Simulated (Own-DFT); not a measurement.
## Calculated data, Si12O23 (quartz with two neutral oxygen vacancies, atoms displaced)

A calculation, not a measurement: plane-wave PBE and HSE06 DFT by an unreviewed code, no spin, of a simulated cell at Gamma alone, so results move with cell size and shape, stress positive in tension, energies less offsets, not probed for a lower state with spin; oxygen file: force components 24 meV/angstrom off all-electron in a glass; k mesh not checked against a denser one; forces and stress are PBE's, HSE06 gives the energy alone, and its difference from PBE has offsets of its own; offsets are fitted by least squares, one for each functional and potential file, so energies compare only between cells with the same atoms and settings and are not formation energies; the far tail of each file's local potential was reset to the Coulomb form; each entry is a single point on an unrelaxed cell, so the pressure reflects the starting lattice, mostly measured values (interpolated for alloys), from which strain is counted, and rises with the displacements; printed positions are rounded, which can move forces by about a meV/angstrom; the program, named Own-DFT, is a retired in-house code; no spin-orbit coupling. Program: Own-DFT development build.

Common to all runs: first functional PBE; second functional HSE06; exact exchange share 0.25; screening 0.11 1/bohr; exchange divergence Gygi-Baldereschi; potential files PseudoDojo norm-conserving, scalar-relativistic, made for PBE, standard set; wave cutoff 48 hartree; occupations fixed; k mesh 1 x 1 x 1 centred on Gamma.

(1) 
```cif
# cell vector a (Å): 9.8268 0.0000 0.0000
# cell vector b (Å): -4.9134 8.5103 0.0000
# cell vector c (Å): 0.0000 0.0000 10.8104
data_Si12O23
_symmetry_space_group_name_H-M 'P 1'
_symmetry_Int_Tables_number 1
_cell_length_a 9.8268
_cell_length_b 9.8268
_cell_length_c 10.8104
_cell_angle_alpha 90.000
_cell_angle_beta 90.000
_cell_angle_gamma 120.000
_cell_volume 904.06
loop_
_atom_site_label
_atom_site_type_symbol
_atom_site_fract_x
_atom_site_fract_y
_atom_site_fract_z
_atom_site_occupancy
Si1 Si 0.23779 0.99826 0.99942 1
Si2 Si 0.00431 0.23322 0.33394 1
Si3 Si 0.26966 0.26379 0.16190 1
O1 O 0.22056 0.14768 0.06420 1
O2 O 0.42112 0.28579 0.22368 1
O3 O 0.38199 0.08954 0.40036 1
O4 O 0.07063 0.36396 0.44027 1
O5 O 0.12994 0.20120 0.26792 1
O6 O 0.29655 0.42783 0.10509 1
Si4 Si 0.22620 0.00112 0.50431 1
Si5 Si 0.99661 0.23593 0.83227 1
Si6 Si 0.26747 0.26455 0.66696 1
O7 O 0.20375 0.13702 0.56206 1
O8 O 0.43510 0.29628 0.72736 1
O9 O 0.36381 0.07010 0.88135 1
O10 O 0.06318 0.35622 0.94173 1
O11 O 0.13927 0.20368 0.77675 1
O12 O 0.29136 0.42370 0.60894 1
Si7 Si 0.24077 0.50301 0.00851 1
Si8 Si 0.99956 0.73405 0.33479 1
Si9 Si 0.26641 0.76910 0.16868 1
O13 O 0.20426 0.62885 0.06013 1
O14 O 0.42369 0.79568 0.22690 1
O15 O 0.36769 0.57334 0.39295 1
O16 O 0.07299 0.86811 0.44495 1
O17 O 0.12644 0.70415 0.28040 1
O18 O 0.30313 0.93188 0.09732 1
Si10 Si 0.22912 0.49834 0.50206 1
Si11 Si 0.00534 0.74089 0.83069 1
Si12 Si 0.26867 0.77023 0.66240 1
O19 O 0.20872 0.63270 0.55772 1
O20 O 0.42532 0.79302 0.72273 1
O21 O 0.36901 0.57016 0.89425 1
O22 O 0.07235 0.86641 0.94246 1
O23 O 0.12818 0.70992 0.76909 1
O24 O 0.28519 0.92734 0.61086 1
Si13 Si 0.73927 0.00515 0.99758 1
Si14 Si 0.49860 0.23883 0.32888 1
Si15 Si 0.76019 0.25738 0.16936 1
O25 O 0.69969 0.14189 0.05185 1
O26 O 0.93113 0.28987 0.23401 1
O27 O 0.86736 0.07585 0.39765 1
O28 O 0.57469 0.36723 0.43741 1
O29 O 0.63448 0.19892 0.27963 1
O30 O 0.79891 0.43181 0.10589 1
Si16 Si 0.73460 0.00283 0.49662 1
Si17 Si 0.50536 0.22749 0.83161 1
Si18 Si 0.75726 0.26430 0.66225 1
O31 O 0.92960 0.29155 0.73450 1
O32 O 0.86974 0.08161 0.88979 1
O33 O 0.57597 0.36846 0.93842 1
O34 O 0.63499 0.21360 0.78033 1
O35 O 0.78957 0.41638 0.60689 1
Si19 Si 0.73321 0.50229 0.98925 1
Si20 Si 0.50527 0.73832 0.33190 1
Si21 Si 0.76309 0.76984 0.16500 1
O36 O 0.69876 0.62427 0.05783 1
O37 O 0.92206 0.79854 0.22047 1
O38 O 0.86197 0.57106 0.39045 1
O39 O 0.56943 0.86106 0.43201 1
O40 O 0.63883 0.71335 0.26891 1
O41 O 0.78099 0.91695 0.10808 1
Si22 Si 0.73919 0.49633 0.50049 1
Si23 Si 0.48864 0.72841 0.83244 1
Si24 Si 0.76322 0.77122 0.66622 1
O42 O 0.71153 0.63199 0.55592 1
O43 O 0.91980 0.79539 0.72475 1
O44 O 0.87425 0.58068 0.89251 1
O45 O 0.57277 0.86597 0.93834 1
O46 O 0.63284 0.70305 0.78307 1
_calc_PBE_energy_of_cell_above_offsets '-17.031'  # eV
_calc_HSE06_less_PBE_above_offsets '0.131'  # eV
_calc_PBE_pressure 8.74  # GPa
_calc_PBE_stress_xx -8.62  # GPa
_calc_PBE_stress_yy -9.53  # GPa
_calc_PBE_stress_zz -8.05  # GPa
_calc_PBE_stress_yz 0.11  # GPa
_calc_PBE_stress_xz -0.28  # GPa
_calc_PBE_stress_xy 0.6  # GPa
```

Force:
```csv
element,x (eV/Å),y (eV/Å),z (eV/Å)
Si,-2.129,3.01,-2.613
Si,0.75,-0.264,0.703
Si,-3.388,4.62,5.064
O,1.506,-7.856,-7.453
O,1.754,1.336,0.128
O,-2.804,-4.417,2.532
O,-0.076,0.36,0.706
O,1.217,-0.008,-0.045
O,1.786,-0.753,2.425
Si,3.169,2.341,-1.218
Si,5.993,0.352,1.221
Si,0.805,1.041,2.74
O,-0.344,-1.214,-1.465
O,-0.712,-0.201,-0.988
O,-1.107,-2.035,2.034
O,1.997,3.757,2.931
O,-1.412,0.011,0.6
O,-0.713,1.388,-0.783
Si,-2.093,-2.638,-4.896
Si,-4.395,1.26,-0.389
Si,-1.521,-1.45,-0.717
O,-1.602,2.724,1.841
O,1.272,0.191,0.429
O,-0.315,-0.186,0.118
O,-1.312,-1.702,-1.549
O,3.981,0.569,-2.837
O,1.583,-1.744,2.798
Si,3.267,-0.995,-1.271
Si,-3.29,0.257,0.38
Si,-1.377,-1.939,0.802
O,-1.738,1.981,1.066
O,0.482,0.302,0.124
O,-1.444,-1.762,1.129
O,-0.024,0.77,0.413
O,3.457,-0.222,-1.791
O,0.114,1.176,-0.54
Si,-1.625,-0.673,-0.229
Si,2.618,0.822,0.815
Si,0.937,3.834,-0.784
O,1.523,-1.983,-0.416
O,-3.553,0.351,-3.086
O,1.271,-0.086,-1.307
O,0.263,0.922,0.399
O,-0.822,0.069,0.089
O,-0.061,-1.329,0.247
Si,-1.35,-1.567,4.4
Si,-7.499,3.404,2.678
Si,4.843,-6.467,2.56
O,-5.804,1.834,-5.965
O,-1.185,-4.274,2.003
O,-1.429,-2.767,-1.483
O,7.746,-1.019,-3.646
O,-0.932,4.656,-1.8
Si,2.454,0.205,3.48
Si,-1.14,-4.154,-2.581
Si,2.273,-5.338,-1.89
O,-1.009,2.374,1.332
O,3.941,-0.122,2.691
O,1.119,0.317,-0.482
O,0.437,4.6,3.928
O,-1.99,-1.35,2.244
O,-2.085,5.583,-2.978
Si,-2.405,0.345,-0.655
Si,2.887,2.19,0.156
Si,-2.924,-0.226,-1.786
O,-0.452,0.73,1.08
O,2.667,0.611,1.27
O,0.117,-0.456,-0.68
O,-0.168,0.554,0.105
O,0.003,0.348,-1.344
```

(2) 
```cif
# cell vector a (Å): 9.8268 0.0000 0.0000
# cell vector b (Å): -4.9134 8.5103 0.0000
# cell vector c (Å): 0.0000 0.0000 10.8104
data_Si12O23
_symmetry_space_group_name_H-M 'P 1'
_symmetry_Int_Tables_number 1
_cell_length_a 9.8268
_cell_length_b 9.8268
_cell_length_c 10.8104
_cell_angle_alpha 90.000
_cell_angle_beta 90.000
_cell_angle_gamma 120.000
_cell_volume 904.06
loop_
_atom_site_label
_atom_site_type_symbol
_atom_site_fract_x
_atom_site_fract_y
_atom_site_fract_z
_atom_site_occupancy
Si1 Si 0.24288 0.00814 0.00626 1
Si2 Si 0.00011 0.24026 0.33042 1
Si3 Si 0.26572 0.27697 0.17301 1
O1 O 0.20278 0.13317 0.05524 1
O2 O 0.42169 0.28266 0.23069 1
O3 O 0.37440 0.08272 0.39248 1
O4 O 0.07569 0.36780 0.43833 1
O5 O 0.13506 0.21123 0.26797 1
O6 O 0.29794 0.42872 0.10990 1
Si4 Si 0.22850 0.00176 0.51425 1
Si5 Si 0.99305 0.23617 0.84027 1
Si6 Si 0.26329 0.25817 0.67020 1
O7 O 0.20393 0.12270 0.56195 1
O8 O 0.36521 0.07604 0.89223 1
O9 O 0.07214 0.36288 0.93838 1
O10 O 0.29128 0.42728 0.59865 1
Si7 Si 0.23027 0.50084 0.00174 1
Si8 Si 0.00349 0.73469 0.33367 1
Si9 Si 0.26038 0.76909 0.16634 1
O11 O 0.20077 0.63659 0.06287 1
O12 O 0.42633 0.78801 0.22188 1
O13 O 0.37712 0.57222 0.38473 1
O14 O 0.07691 0.86844 0.44348 1
O15 O 0.13115 0.70479 0.27467 1
O16 O 0.28788 0.92786 0.11244 1
Si10 Si 0.22722 0.49469 0.49019 1
Si11 Si 0.99678 0.72941 0.83803 1
Si12 Si 0.27549 0.76632 0.66202 1
O17 O 0.22046 0.63769 0.56668 1
O18 O 0.41679 0.78730 0.72610 1
O19 O 0.36346 0.57393 0.89201 1
O20 O 0.07484 0.86223 0.94210 1
O21 O 0.13021 0.70088 0.77008 1
O22 O 0.28908 0.92454 0.61087 1
Si13 Si 0.74461 0.99705 0.99428 1
Si14 Si 0.49460 0.23586 0.32816 1
Si15 Si 0.76046 0.26617 0.16948 1
O23 O 0.69875 0.13515 0.05352 1
O24 O 0.92583 0.28577 0.22779 1
O25 O 0.86465 0.07311 0.38813 1
O26 O 0.56920 0.36304 0.43547 1
O27 O 0.63506 0.20979 0.27920 1
O28 O 0.78777 0.42436 0.10555 1
Si16 Si 0.74562 0.99826 0.50051 1
Si17 Si 0.49067 0.22698 0.83181 1
Si18 Si 0.76838 0.26259 0.67343 1
O29 O 0.72361 0.13873 0.56255 1
O30 O 0.93027 0.30382 0.72655 1
O31 O 0.86789 0.07403 0.89185 1
O32 O 0.57737 0.35976 0.93045 1
O33 O 0.63957 0.20858 0.77046 1
O34 O 0.79746 0.42734 0.60816 1
Si19 Si 0.73238 0.49756 0.99662 1
Si20 Si 0.49033 0.73438 0.32865 1
Si21 Si 0.75600 0.75962 0.15913 1
O35 O 0.71019 0.63651 0.06305 1
O36 O 0.93249 0.79078 0.22421 1
O37 O 0.87217 0.57057 0.38910 1
O38 O 0.57589 0.86926 0.44824 1
O39 O 0.62927 0.69664 0.27510 1
O40 O 0.78729 0.92871 0.10900 1
Si22 Si 0.74050 0.50585 0.50213 1
Si23 Si 0.49770 0.73484 0.83718 1
Si24 Si 0.76440 0.75973 0.66439 1
O41 O 0.70343 0.63659 0.56747 1
O42 O 0.92209 0.78532 0.72565 1
O43 O 0.87629 0.57699 0.89700 1
O44 O 0.58139 0.87460 0.94273 1
O45 O 0.63913 0.70589 0.76553 1
O46 O 0.79843 0.93476 0.59771 1
_calc_PBE_energy_of_cell_above_offsets '-13.655'  # eV
_calc_HSE06_less_PBE_above_offsets '0.078'  # eV
_calc_PBE_pressure 10.71  # GPa
_calc_PBE_stress_xx -7.47  # GPa
_calc_PBE_stress_yy -13.21  # GPa
_calc_PBE_stress_zz -11.45  # GPa
_calc_PBE_stress_yz 1.06  # GPa
_calc_PBE_stress_xz -2.28  # GPa
_calc_PBE_stress_xy -0.56  # GPa
```

Force:
```csv
element,x (eV/Å),y (eV/Å),z (eV/Å)
Si,-2.13,-2.466,-2.442
Si,1.687,-3.435,2.269
Si,4.301,-4.071,-2.638
O,-1.068,3.043,2.198
O,-5.001,2.614,-6.066
O,-2.576,-4.258,3.316
O,-3.078,-2.625,-1.722
O,-2.694,-1.117,3.163
O,-1.826,3.802,-2.505
Si,7.578,-6.078,-7.779
Si,2.874,0.194,-6.703
Si,-1.256,1.854,2.206
O,-6.302,7.743,3.936
O,-0.365,-3.296,1.629
O,0.271,3.128,3.702
O,1.355,-1.94,1.01
Si,0.486,0.567,0.391
Si,-2.07,1.659,0.941
Si,1.535,-0.894,1.792
O,0.672,-1.799,-1.577
O,-2.992,1.336,-2.716
O,-3.068,-3.566,2.367
O,-0.582,-1.058,-0.647
O,2.456,-0.386,-0.53
O,0.704,1.321,0.27
Si,4.599,5.334,2.941
Si,2.877,3.942,-3.74
Si,-7.516,0.439,1.759
O,0.195,-4.126,-5.068
O,7.439,1.317,4.511
O,-0.287,-0.923,1.14
O,0.632,1.769,1.141
O,0.259,0.398,-0.163
O,0.862,0.661,0.613
Si,-3.968,2.885,3.761
Si,4.802,-0.745,4.868
Si,1.025,-2.008,-1.006
O,1.753,-0.338,0.302
O,-3.409,1.791,-3.664
O,1.415,1.147,-1.241
O,1.213,3.604,2.395
O,0.768,-0.138,-0.766
O,-0.05,0.845,0.119
Si,-6.284,3.556,-4.866
Si,1.023,2.087,-5.256
Si,-0.534,1.278,-5.039
O,-0.198,-0.397,-0.406
O,3.04,0.294,2.416
O,1.118,-1.071,-1.239
O,-0.379,2.406,1.975
O,-4.027,-1.674,3.41
O,-0.613,0.493,-0.256
Si,0.685,0.428,0.088
Si,5.271,2.703,3.128
Si,1.624,4.027,7.259
O,0.453,-4.891,-5.347
O,-2.519,0.162,-1.367
O,-1.063,-0.915,1.564
O,-1.07,-2.146,-2.445
O,-0.342,1.047,-0.925
O,1.496,-0.799,1.063
Si,-0.891,-2.306,-1.182
Si,1.649,1.45,-2.476
Si,0.782,6.69,0.879
O,1.136,-5.234,-5.747
O,1.078,0.55,0.741
O,-2.272,-4.488,2.321
O,-1.844,-3.428,-2.386
O,-5.268,-0.492,4.632
O,6.429,-5.459,7.695
```

(3) 
```cif
# cell vector a (Å): 9.8268 0.0000 0.0000
# cell vector b (Å): -4.9134 8.5103 0.0000
# cell vector c (Å): 0.0000 0.0000 10.8104
data_Si12O23
_symmetry_space_group_name_H-M 'P 1'
_symmetry_Int_Tables_number 1
_cell_length_a 9.8268
_cell_length_b 9.8268
_cell_length_c 10.8104
_cell_angle_alpha 90.000
_cell_angle_beta 90.000
_cell_angle_gamma 120.000
_cell_volume 904.06
loop_
_atom_site_label
_atom_site_type_symbol
_atom_site_fract_x
_atom_site_fract_y
_atom_site_fract_z
_atom_site_occupancy
Si1 Si 0.23879 0.00060 0.99635 1
Si2 Si 0.99917 0.23138 0.33275 1
Si3 Si 0.26651 0.26716 0.16788 1
O1 O 0.20164 0.12676 0.06601 1
O2 O 0.44197 0.29911 0.22612 1
O3 O 0.36507 0.07707 0.38574 1
O4 O 0.07186 0.37381 0.43877 1
O5 O 0.12040 0.19572 0.27180 1
O6 O 0.28278 0.41800 0.11582 1
Si4 Si 0.23994 0.99182 0.49463 1
Si5 Si 0.99908 0.23992 0.83161 1
Si6 Si 0.26612 0.26735 0.66953 1
O7 O 0.21203 0.14320 0.56375 1
O8 O 0.41757 0.29057 0.73686 1
O9 O 0.36782 0.06802 0.89111 1
O10 O 0.06881 0.36448 0.93517 1
O11 O 0.13329 0.21127 0.77323 1
O12 O 0.29496 0.42047 0.60515 1
Si7 Si 0.23410 0.49418 0.00006 1
Si8 Si 0.00236 0.73143 0.33092 1
Si9 Si 0.27210 0.76890 0.16820 1
O13 O 0.21164 0.63959 0.05474 1
O14 O 0.42290 0.79448 0.22763 1
O15 O 0.07815 0.86683 0.44256 1
O16 O 0.12806 0.70678 0.27446 1
O17 O 0.29708 0.92751 0.11088 1
Si10 Si 0.23013 0.49820 0.50673 1
Si11 Si 0.00448 0.73930 0.83563 1
Si12 Si 0.25671 0.75704 0.66885 1
O18 O 0.20704 0.63774 0.55639 1
O19 O 0.42485 0.78926 0.72900 1
O20 O 0.36666 0.56870 0.89156 1
O21 O 0.07911 0.86749 0.94034 1
O22 O 0.13084 0.71433 0.77894 1
O23 O 0.28878 0.92618 0.61396 1
Si13 Si 0.72820 0.99538 0.99358 1
Si14 Si 0.50441 0.23601 0.32248 1
Si15 Si 0.77549 0.27515 0.17072 1
O24 O 0.71353 0.14210 0.05673 1
O25 O 0.93034 0.28779 0.21579 1
O26 O 0.87170 0.07257 0.40387 1
O27 O 0.58642 0.37263 0.43645 1
O28 O 0.62056 0.19843 0.27592 1
O29 O 0.78772 0.41823 0.10783 1
Si16 Si 0.73589 0.00358 0.49390 1
Si17 Si 0.49745 0.23906 0.82955 1
Si18 Si 0.76244 0.26341 0.67059 1
O30 O 0.71551 0.13679 0.55138 1
O31 O 0.92420 0.28791 0.73024 1
O32 O 0.87729 0.07345 0.88934 1
O33 O 0.57204 0.36747 0.94415 1
O34 O 0.62745 0.20562 0.76751 1
O35 O 0.80027 0.43360 0.60550 1
Si19 Si 0.73506 0.50246 0.00643 1
Si20 Si 0.49895 0.73399 0.32764 1
Si21 Si 0.76395 0.76962 0.16090 1
O36 O 0.70797 0.62585 0.05493 1
O37 O 0.92829 0.79787 0.22404 1
O38 O 0.86865 0.57043 0.38961 1
O39 O 0.57071 0.86099 0.44657 1
O40 O 0.79920 0.92954 0.10674 1
Si22 Si 0.72871 0.49828 0.49944 1
Si23 Si 0.49940 0.74398 0.83413 1
Si24 Si 0.77458 0.76563 0.67000 1
O41 O 0.70679 0.62672 0.55298 1
O42 O 0.93436 0.80031 0.72831 1
O43 O 0.86600 0.57225 0.89017 1
O44 O 0.57068 0.86916 0.93667 1
O45 O 0.64490 0.70846 0.77235 1
O46 O 0.78296 0.91925 0.60858 1
_calc_PBE_energy_of_cell_above_offsets '-15.851'  # eV
_calc_HSE06_less_PBE_above_offsets '0.163'  # eV
_calc_PBE_pressure 9.58  # GPa
_calc_PBE_stress_xx -12.6  # GPa
_calc_PBE_stress_yy -8.94  # GPa
_calc_PBE_stress_zz -7.19  # GPa
_calc_PBE_stress_yz -0.33  # GPa
_calc_PBE_stress_xz -2.56  # GPa
_calc_PBE_stress_xy 2.58  # GPa
```

Force:
```csv
element,x (eV/Å),y (eV/Å),z (eV/Å)
Si,0.211,0.266,2.677
Si,-1.582,1.025,1.445
Si,2.103,-4.352,2.367
O,0.566,0.331,-0.417
O,-6.184,1.881,-4.792
O,0.119,-0.427,0.31
O,-0.543,-1.406,-1.089
O,3.529,0.301,-1.213
O,-1.523,3.868,-2.199
Si,-1.325,4.125,2.474
Si,2.735,-3.01,0.508
Si,-0.75,-2.073,0.389
O,1.862,-3.687,-2.836
O,-0.61,1.857,-1.933
O,0.786,1.127,-0.848
O,0.702,2.972,3.04
O,-0.081,-0.044,0.551
O,-1.306,3.424,-0.855
Si,-1.071,0.976,-0.143
Si,-4.837,1.336,2.005
Si,-4.458,-1.887,-1.308
O,0.611,-0.865,0.284
O,2.264,1.232,0.52
O,-1.461,-2.132,-1.484
O,5.563,-0.341,-2.999
O,-0.821,1.514,-1.289
Si,2.563,0.776,-2.554
Si,-4.005,-1.173,1.128
Si,0.288,2.348,0.659
O,-0.86,-0.155,0.556
O,-2.613,0.59,-2.378
O,0.399,0.766,0.135
O,-0.961,0.127,0.843
O,4.853,-1.3,-2.16
O,0.768,-0.362,-0.152
Si,3.337,4.797,1.955
Si,-3.384,0.553,8.213
Si,-2.408,-5.669,0.028
O,0.338,-1.219,-0.212
O,2.205,0.308,2.349
O,2.73,2.013,-3.964
O,-3.475,-5.189,-3.237
O,9.808,-0.682,-4.375
O,-1.006,3.725,-0.784
Si,-0.363,-4.151,4.227
Si,2.455,-1.164,4.366
Si,1.045,1.471,-4.034
O,-2.061,2.806,2.448
O,-2.972,1.386,-3.003
O,-2.113,-2.263,1.738
O,-0.015,-0.888,-0.778
O,-0.837,-0.728,1.183
O,0.686,-1.65,1.269
Si,4.189,-4.828,-5.051
Si,2.459,-2.006,2.438
Si,0.015,-3.114,2.968
O,-4.537,6.318,3.666
O,-0.068,-0.407,0.298
O,-0.424,-0.375,0.42
O,-0.554,-0.437,-1.67
O,-1.842,2.583,-2.715
Si,6.293,0.663,-0.405
Si,4.127,-5.287,-1.365
Si,-1.745,-0.253,-3.611
O,-2.771,5.153,3.627
O,1.259,0.4,0.026
O,-0.327,-0.252,1.083
O,-1.124,0.419,1.374
O,-3.906,-0.549,3.055
O,0.049,0.89,-0.769
```
